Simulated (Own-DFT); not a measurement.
Hf36O71 (tetragonal hafnia with one neutral oxygen vacancy, atoms displaced) (calculated)

All values are calculated (Own-DFT development build). A calculation, not a measurement: plane-wave PBE and HSE06 DFT by an unreviewed code, no spin, of a simulated cell at Gamma alone, so results move with cell size and shape, stress positive in tension, energies less offsets, not probed for a lower state with spin; hafnium file: forces about 75 meV/angstrom off all-electron values; oxygen file: force components 24 meV/angstrom off all-electron in a glass; k mesh not checked against a denser one; forces and stress are PBE's, HSE06 gives the energy alone, and its difference from PBE has offsets of its own; offsets are fitted by least squares, one for each functional and potential file, so energies compare only between cells with the same atoms and settings and are not formation energies; the far tail of each file's local potential was reset to the Coulomb form; each entry is a single point on an unrelaxed cell, so the pressure reflects the starting lattice, taken from the Materials Project, from which strain is counted, and rises with the displacements; printed positions are rounded, which can move forces by about a meV/angstrom; the program is a retired in-house code; no spin-orbit coupling.

Settings shared by all entries: first functional PBE; second functional HSE06; exact exchange share 0.25; screening 0.11 1/bohr; exchange divergence Gygi-Baldereschi; potential files PseudoDojo norm-conserving, scalar-relativistic, made for PBE, standard set; wave cutoff 48 hartree; occupations fixed; k mesh 1 x 1 x 1 centred on Gamma.

(1) Hf36O71 (tetragonal hafnia with one neutral oxygen vacancy, atoms displaced)

```
CELL_PARAMETERS angstrom
10.78000 0.00000 0.00000
0.00000 10.78000 0.00000
0.00000 0.00000 10.44930
ATOMIC_POSITIONS crystal
Hf 0.00019 0.00100 0.00362
Hf 0.16272 0.16263 0.24306
O 0.00124 0.17283 0.15063
O 0.17064 0.00135 0.34909
O 0.99975 0.16753 0.39396
O 0.16462 0.99985 0.10196
Hf 0.99648 0.99634 0.50548
Hf 0.15670 0.16007 0.74422
O 0.99061 0.16631 0.65602
O 0.16803 0.99899 0.85031
O 0.00075 0.16200 0.90244
O 0.16521 0.98793 0.59616
Hf 0.99655 0.33867 0.00399
Hf 0.15541 0.49955 0.24257
O 0.98485 0.50369 0.15795
O 0.00302 0.50057 0.40747
O 0.16705 0.33876 0.09455
Hf 0.00350 0.33414 0.50691
Hf 0.16550 0.49532 0.73823
O 0.99776 0.50820 0.65673
O 0.15921 0.33160 0.84384
O 0.99028 0.49816 0.89976
O 0.15961 0.33543 0.59544
Hf 0.99115 0.66161 0.00479
Hf 0.16934 0.83327 0.24872
O 0.99699 0.83473 0.14875
O 0.16856 0.67131 0.35234
O 0.00496 0.82752 0.39813
O 0.16009 0.67628 0.09883
Hf 0.00686 0.67114 0.50365
Hf 0.15937 0.83675 0.74807
O 0.99996 0.82856 0.65031
O 0.16229 0.66186 0.84736
O 0.00506 0.83005 0.89921
O 0.16955 0.66961 0.59410
Hf 0.33686 0.00488 0.99513
Hf 0.50052 0.16254 0.25485
O 0.33797 0.16733 0.14793
O 0.49147 0.00091 0.34427
O 0.34064 0.15720 0.40239
O 0.50354 0.00692 0.10158
Hf 0.33310 0.00153 0.50556
Hf 0.50139 0.17387 0.75677
O 0.34031 0.16284 0.65713
O 0.49962 0.99936 0.84684
O 0.33337 0.16818 0.90038
O 0.49632 0.00047 0.58911
Hf 0.33738 0.33496 0.99855
Hf 0.50205 0.49428 0.25922
O 0.32975 0.49593 0.14713
O 0.49538 0.33543 0.35332
O 0.33637 0.50576 0.39840
O 0.49708 0.33490 0.10055
Hf 0.32952 0.32372 0.50176
Hf 0.50297 0.49980 0.75153
O 0.33225 0.50187 0.65687
O 0.49437 0.33891 0.84591
O 0.33920 0.49734 0.90362
O 0.49922 0.33327 0.59553
Hf 0.32888 0.67170 0.01224
Hf 0.49948 0.83405 0.25323
O 0.33794 0.82688 0.15367
O 0.49053 0.66941 0.35661
O 0.33053 0.82697 0.40051
O 0.49171 0.66249 0.09585
Hf 0.32722 0.66702 0.49118
Hf 0.49816 0.83385 0.75120
O 0.32560 0.82494 0.64982
O 0.49701 0.66740 0.85234
O 0.33265 0.83068 0.90172
O 0.49665 0.66577 0.60493
Hf 0.66260 0.99449 0.99727
Hf 0.82560 0.17016 0.25229
O 0.67188 0.17161 0.15183
O 0.83366 0.00717 0.34601
O 0.66209 0.16983 0.39748
O 0.83326 0.00463 0.09535
Hf 0.66549 0.98950 0.49998
Hf 0.82555 0.17314 0.75354
O 0.67569 0.16676 0.65709
O 0.83149 0.00361 0.84448
O 0.66372 0.16722 0.90160
O 0.83138 0.00393 0.59748
Hf 0.67635 0.33358 0.99396
Hf 0.83614 0.49272 0.25561
O 0.67621 0.50711 0.14895
O 0.83889 0.33409 0.35261
O 0.66874 0.49481 0.40532
O 0.83201 0.32131 0.09454
Hf 0.66385 0.33616 0.50339
Hf 0.83059 0.49486 0.74482
O 0.67072 0.51099 0.64536
O 0.83532 0.32838 0.84905
O 0.66468 0.49546 0.89395
O 0.83417 0.32956 0.59657
Hf 0.67574 0.65761 0.98978
Hf 0.83825 0.83098 0.24320
O 0.66090 0.83976 0.15420
O 0.82788 0.66327 0.34443
O 0.66124 0.83071 0.40520
O 0.83616 0.67089 0.10106
Hf 0.66019 0.66915 0.50412
Hf 0.83311 0.83750 0.74699
O 0.66208 0.82394 0.65250
O 0.83242 0.66009 0.84738
O 0.67340 0.83096 0.90148
O 0.83438 0.66184 0.60471
```

| Item | Value |
| --- | --- |
| PBE energy of cell above offsets | -96.614 eV |
| HSE06 less PBE above offsets | 0.094 eV |
| PBE pressure | 2.06 GPa |
| PBE stress xx | -3.47 GPa |
| PBE stress yy | -0.7 GPa |
| PBE stress zz | -2 GPa |
| PBE stress yz | 0.61 GPa |
| PBE stress xz | -0.65 GPa |
| PBE stress xy | -0.05 GPa |

Force:
```tsv
element	x (eV/Å)	y (eV/Å)	z (eV/Å)
Hf	-0.261	-0.294	-0.631
Hf	0.287	0.269	0.675
O	-0.336	-0.276	-0.054
O	-0.253	-0.191	-0.232
O	1.02	-0.076	1.799
O	0.84	-0.019	-0.402
Hf	0.031	0.701	-2.32
Hf	0.565	0.877	2.24
O	1.431	-0.389	-0.999
O	0.037	0.582	-0.494
O	0.289	0.81	0.227
O	-0.698	1.338	0.737
Hf	1.422	-1.772	-1.462
Hf	2.525	-0.241	1.254
O	2.877	-0.424	-1.966
O	0.608	-0.179	-0.336
O	-1.007	0.267	0.546
Hf	-2.295	-0.556	-2.721
Hf	0.833	1.464	2.997
O	0.035	-0.825	-0.919
O	0.027	-0.417	-0.697
O	-0.058	-0.141	1.29
O	2.165	-0.641	0.302
Hf	1.908	1.049	-2.483
Hf	0.004	0.358	0.499
O	0.522	0.272	0.224
O	-0.488	-1.28	-1.146
O	-0.811	1.601	0.264
O	-0.592	-0.741	0.754
Hf	-1.166	-1	-0.13
Hf	1.738	-2.175	1.611
O	-1.094	0.662	-0.633
O	0.039	-0.155	-0.735
O	-0.955	0.556	0.32
O	-1.156	-0.565	0.609
Hf	-0.382	-0.477	0.601
Hf	0.248	1.148	-1.302
O	-1.124	-0.302	0.538
O	0.672	-1.117	0.642
O	-0.659	2.065	0.412
O	-0.657	-0.188	-0.827
Hf	-0.522	-1.887	-1.377
Hf	0.328	-0.431	-0.436
O	-2.024	0.286	-0.885
O	0.179	0.363	0.192
O	0.393	-0.316	-0.234
O	1.667	-0.427	1.121
Hf	-0.229	1.109	0.508
Hf	-1.077	1.329	-1.732
O	-0.596	0.438	1.442
O	-0.054	-0.91	0.093
O	-0.618	-2.429	0.227
O	1.749	0.285	-0.294
Hf	0.932	1.344	-1.129
Hf	-1.664	2.197	-0.35
O	0.297	-0.859	-0.883
O	0.651	-1.457	0.233
O	-0.314	0.529	0.017
O	0.196	-0.144	0.856
Hf	0.485	-1.376	-2.211
Hf	-0.161	-0.976	-0.212
O	-0.801	0.695	-0.129
O	1.531	-0.616	-0.853
O	0.028	2.392	-0.212
O	2.414	-0.01	0.641
Hf	1.319	-0.066	1.374
Hf	-1.917	-2.003	-0.152
O	1.378	1.112	0.703
O	1.066	0.112	-0.615
O	0.158	1.189	0.349
O	0.124	-0.009	-0.627
Hf	0.957	0.308	0.926
Hf	1.397	-0.258	-0.001
O	-1.773	-0.103	-0.188
O	-0.185	-1.998	0.463
O	0.026	-0.56	0.936
O	-0.326	-0.427	-0.14
Hf	0.072	1.804	-0.508
Hf	1.668	-1.799	0.35
O	-3.272	0.126	-0.985
O	-0.12	-0.752	-0.085
O	-0.307	0.136	0.031
O	-0.209	-1.439	-0.074
Hf	-1.996	-0.683	1.687
Hf	-2.89	1.276	1.704
O	-0.656	-0.571	-0.058
O	-0.416	-0.337	-0.202
O	-0.714	0.776	-0.614
O	0.357	1.022	0.5
Hf	0.458	-0.866	-0.68
Hf	0.886	1.302	-0.028
O	-0.995	-1.304	0.614
O	-0.583	1.44	0.694
O	0.346	-0.183	-0.154
O	-0.431	0.757	0.752
Hf	-1.832	0.767	1.316
Hf	-1.1	0.144	0.764
O	1.134	-0.152	-0.171
O	0.2	0.599	0.102
O	0.174	0.585	-0.361
O	-1.393	0.693	-0.36
Hf	0.414	-1.256	0.377
Hf	-0.187	-1.004	0.974
O	0.879	1.11	-0.217
O	-0.503	0.841	0.441
O	-0.11	0.001	-0.138
O	-0.011	0.964	-1.142
```

(2) Hf36O71 (tetragonal hafnia with one neutral oxygen vacancy, atoms displaced)

```
CELL_PARAMETERS angstrom
10.78000 0.00000 0.00000
0.00000 10.78000 0.00000
0.00000 0.00000 10.44930
ATOMIC_POSITIONS crystal
Hf 0.99978 0.99471 0.99958
Hf 0.17055 0.16722 0.24661
O 0.00023 0.16761 0.15935
O 0.16453 0.99842 0.34908
O 0.00072 0.16609 0.40615
O 0.17016 0.00333 0.09771
Hf 0.99555 0.00215 0.49774
Hf 0.16391 0.16614 0.75033
O 0.00064 0.16793 0.65139
O 0.16368 0.00139 0.85371
O 0.00426 0.16766 0.90220
O 0.16552 0.99896 0.59044
Hf 0.99913 0.33058 0.00208
Hf 0.16207 0.50148 0.24493
O 0.00232 0.49960 0.15266
O 0.16214 0.33754 0.35249
O 0.99728 0.49750 0.40029
O 0.16286 0.33423 0.09416
Hf 0.99950 0.33331 0.49599
Hf 0.16696 0.50431 0.74905
O 0.00160 0.49813 0.65034
O 0.16509 0.33352 0.85221
O 0.99851 0.49892 0.89885
O 0.16485 0.33401 0.59845
Hf 0.00197 0.66355 0.99824
Hf 0.16923 0.83214 0.24524
O 0.00031 0.83280 0.15069
O 0.17225 0.66634 0.34358
O 0.99831 0.83058 0.40253
O 0.16397 0.66339 0.09783
Hf 0.99510 0.66933 0.49154
Hf 0.16596 0.83378 0.75502
O 0.00604 0.83801 0.65661
O 0.16719 0.67064 0.84637
O 0.00010 0.83029 0.89880
O 0.16592 0.67113 0.59453
Hf 0.33359 0.00100 0.00265
Hf 0.50164 0.16199 0.25109
O 0.33386 0.16480 0.15395
O 0.50053 0.00112 0.34996
O 0.33045 0.16667 0.40361
O 0.49873 0.99955 0.09509
Hf 0.33736 0.99942 0.50358
Hf 0.49736 0.16935 0.74693
O 0.33497 0.16531 0.65039
O 0.33189 0.16696 0.90193
O 0.49809 0.00047 0.59405
Hf 0.33584 0.33265 0.00000
Hf 0.49982 0.49699 0.25446
O 0.33577 0.49773 0.15281
O 0.50007 0.33083 0.34209
O 0.32963 0.49829 0.40153
O 0.50243 0.33735 0.09712
Hf 0.33571 0.33633 0.50183
Hf 0.50114 0.50186 0.75008
O 0.33840 0.50020 0.65182
O 0.49438 0.33169 0.84124
O 0.33287 0.49644 0.89951
O 0.49931 0.32733 0.59599
Hf 0.33360 0.66455 0.99734
Hf 0.50342 0.83291 0.24551
O 0.33616 0.83225 0.15052
O 0.49975 0.66793 0.34393
O 0.33378 0.82985 0.40268
O 0.49978 0.65668 0.09831
Hf 0.32638 0.66475 0.50309
Hf 0.50002 0.83555 0.74648
O 0.33572 0.83718 0.64828
O 0.50162 0.66311 0.84498
O 0.33447 0.83600 0.90303
O 0.50245 0.66931 0.60082
Hf 0.66845 0.99790 0.00065
Hf 0.83240 0.16634 0.25000
O 0.66989 0.16899 0.15058
O 0.83293 0.00503 0.34605
O 0.66571 0.16853 0.40051
O 0.83029 0.99783 0.10147
Hf 0.66694 0.00067 0.50502
Hf 0.83571 0.16702 0.74839
O 0.66552 0.17132 0.65307
O 0.83547 0.99487 0.84389
O 0.67122 0.16776 0.90091
O 0.83166 0.99941 0.59762
Hf 0.66673 0.33113 0.99715
Hf 0.83147 0.49613 0.25139
O 0.67020 0.50109 0.15150
O 0.82934 0.33369 0.34783
O 0.66695 0.50108 0.40073
O 0.83252 0.33250 0.09550
Hf 0.66725 0.33088 0.50801
Hf 0.83132 0.49861 0.74933
O 0.67041 0.50101 0.65520
O 0.83087 0.33985 0.84590
O 0.66820 0.50492 0.90307
O 0.82795 0.33462 0.59374
Hf 0.66549 0.66470 0.99956
Hf 0.83461 0.83601 0.24839
O 0.66795 0.84176 0.16005
O 0.83222 0.66185 0.35422
O 0.67083 0.84029 0.40604
O 0.83983 0.67205 0.09781
Hf 0.66750 0.66552 0.50086
Hf 0.83127 0.83524 0.75139
O 0.66966 0.83056 0.65478
O 0.83525 0.66431 0.84407
O 0.67070 0.83263 0.89988
O 0.83034 0.66704 0.59660
```

| Quantity | Value |
| --- | --- |
| PBE energy of cell above offsets | -100.584 eV |
| HSE06 less PBE above offsets | -0.139 eV |
| PBE pressure | 1.23 GPa |
| PBE stress xx | -1.75 GPa |
| PBE stress yy | -0.02 GPa |
| PBE stress zz | -1.93 GPa |
| PBE stress yz | -0.15 GPa |
| PBE stress xz | -0.64 GPa |
| PBE stress xy | -0.03 GPa |

Force:
```tsv
element	x (eV/Å)	y (eV/Å)	z (eV/Å)
Hf	0.379	0.276	-0.015
Hf	-0.449	-0.045	1.716
O	-0.1	-0.096	-0.784
O	-0.085	-0.079	-1.145
O	-0.308	0.271	-0.274
O	-1.026	-0.303	0.143
Hf	1.43	-0.522	0.108
Hf	0.631	0.535	-0.019
O	-0.619	-0.122	0.239
O	-0.055	-0.301	-0.554
O	-0.857	-0.628	0.154
O	0.048	0.432	0.89
Hf	0.226	0.642	-0.65
Hf	1.316	-0.653	0.952
O	-1.311	-0.035	-0.522
O	0.053	-0.68	-1.04
O	0.095	0.82	-0.138
O	1.064	-0.262	0.663
Hf	0.709	0.332	0.408
Hf	-0.573	-1.449	-0.142
O	-0.257	0.142	0.188
O	0.171	0.13	-0.979
O	0.465	0.102	0.553
O	0.625	-0.035	0.145
Hf	-0.863	-0.198	-0.333
Hf	0.335	0.616	1.185
O	0.461	0.598	-0.084
O	-0.581	0.066	0.143
O	-0.33	0.861	-0.571
O	0.936	0.252	-0.431
Hf	-0.228	-1.13	1.266
Hf	0.203	1.1	-1.258
O	-1.305	-0.178	-0.348
O	0.37	-0.87	0.41
O	0.171	0.335	0.793
O	-0.507	-0.462	0.5
Hf	-0.109	0.196	-0.807
Hf	0.244	0.728	0.257
O	0.541	0.306	-0.486
O	-0.11	-0.56	-0.503
O	0.145	0.29	-0.121
O	0.764	0.1	-0.274
Hf	-1.844	-0.317	-1.326
Hf	-0.15	-0.917	0.34
O	-0.589	-0.061	0.501
O	0.543	-0.432	0.111
O	1.43	-0.098	1.362
Hf	-0.488	0.284	0.063
Hf	0.312	0.55	-0.637
O	-0.833	-0.016	-0.232
O	-0.254	-0.157	0.652
O	0.59	0.289	0.321
O	-0.069	-0.354	-0.609
Hf	-1.242	-0.688	-0.674
Hf	0.214	0.022	-0.251
O	-0.818	0.103	-0.073
O	0.518	0.444	0.729
O	-0.072	0.819	0.236
O	0.216	0.461	0.219
Hf	0.297	-0.235	0.471
Hf	-1.104	-0.242	1.724
O	-0.22	-0.132	-0.261
O	0.412	0.046	0.163
O	-0.025	0.501	-0.011
O	0.198	0.999	-0.667
Hf	1.359	0.509	-1.011
Hf	-0.053	-0.151	0.199
O	-0.307	-0.203	0.929
O	-0.337	1.184	0.631
O	0.512	-0.37	-0.134
O	-0.476	-0.273	-0.478
Hf	-0.404	0.49	-0.426
Hf	-0.026	0.653	0.23
O	-0.819	-0.289	-0.158
O	0.352	-0.849	0.331
O	-0.008	-0.446	0.563
O	1.049	0.017	-0.665
Hf	-0.223	0.301	-1.098
Hf	-0.384	0.234	0.361
O	0.438	-0.365	0.062
O	0.178	1.761	0.938
O	-0.245	-0.756	0.073
O	0.129	0.305	0.37
Hf	0.224	0.651	0.562
Hf	0.045	0.442	0.076
O	-0.237	0.156	0.077
O	0.32	-0.417	-0.113
O	-0.336	-0.569	0.573
O	0.029	0.04	0.066
Hf	-0.551	0.28	-1.965
Hf	1.409	1.05	-0.196
O	-1.36	-0.268	-0.554
O	0.001	-1.806	0.075
O	-0.325	-1.053	-0.089
O	1.532	-0.333	0.848
Hf	0.658	-0.357	0.277
Hf	0.276	-0.567	0.896
O	-0.106	-0.522	-1.2
O	0.097	0.904	-1.064
O	-0.022	-1.025	-0.046
O	-1.208	0.035	-0.077
Hf	-0.242	0.377	-0.49
Hf	0.994	-1.589	-0.625
O	-0.918	0.596	-0.181
O	-0.109	0.501	0.322
O	-0.61	0.152	0.762
O	0.972	0.182	-0.034
```
